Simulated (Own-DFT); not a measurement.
# Which defects push the lattice out? monoclinic HfO2

Source: density functional calculations with Own-DFT, an unreviewed in-house program that is no longer used. Nothing was measured or relaxed, and spin and spin-orbit coupling are left out.

All runs used: PBE; PseudoDojo norm-conserving scalar-relativistic files; cutoff 72 hartree; 2 x 2 x 2 k mesh centred on Gamma; Fermi-Dirac smearing of 0.1 eV.

Caveats (not all hold for every row): not probed for a lower state with spin; hafnium file: forces about 75 meV/angstrom off all-electron values; oxygen file: force components 24 meV/angstrom off all-electron in a glass; forces on such cells passed a denser k mesh, each cell not checked; stress not checked against mesh or cutoff.

All runs share one cell, with vectors in Å (10.234, 0.000, 0.000); (0.000, 10.350, 0.000); (-1.696, 0.000, 10.445) and a volume of 1106.4 Å³. The atoms are randomly displaced, by u rms on each axis. The defect's site can differ from row to row.

```
cell,formula,u (Å),P (GPa)
no defect,Hf32O64,0.0192,3.94
no defect,Hf32O64,0.0203,4.14
no defect,Hf32O64,0.0453,5.84
two O vacancies,Hf32O62,0.0270,3.65
two O vacancies,Hf32O62,0.0296,3.50
two O vacancies,Hf32O62,0.0467,?
two O vacancies,Hf32O62,0.0487,5.63
one Si on a Hf site,Hf31O64Si,0.0276,3.23
one Si on a Hf site,Hf31O64Si,0.0484,3.50
one Si on a Hf site,Hf31O64Si,0.0518,4.83
```

## What the rows give

P = P0 + c u² + a shift for each defect gives P0 = 3.72 GPa, c = 978 ± 203 GPa/Å² and a scatter of 0.48 GPa. The shifts, and each times the cell's volume:

- two O vacancies: -0.75 ± 0.40 GPa, -5.2 eV (-2.6 eV for each of its 2 sites) (not resolved)
- one Si on a Hf site: -1.75 ± 0.44 GPa, -12.1 eV

Positive is outwards. The product with the volume (160.2 GPa Å³ to the eV) is nearly free of the cell's size; divided by the bulk modulus at the cell's pressure it gives the volume that the defect adds. The atoms around the defects weren't relaxed, which would change these numbers.

## Prediction

Q: what pressure belongs in the blank (two O vacancies, u = 0.0467 Å)?

From the fit: 5.09 ± 0.58 GPa. Computed: 5.16 GPa.
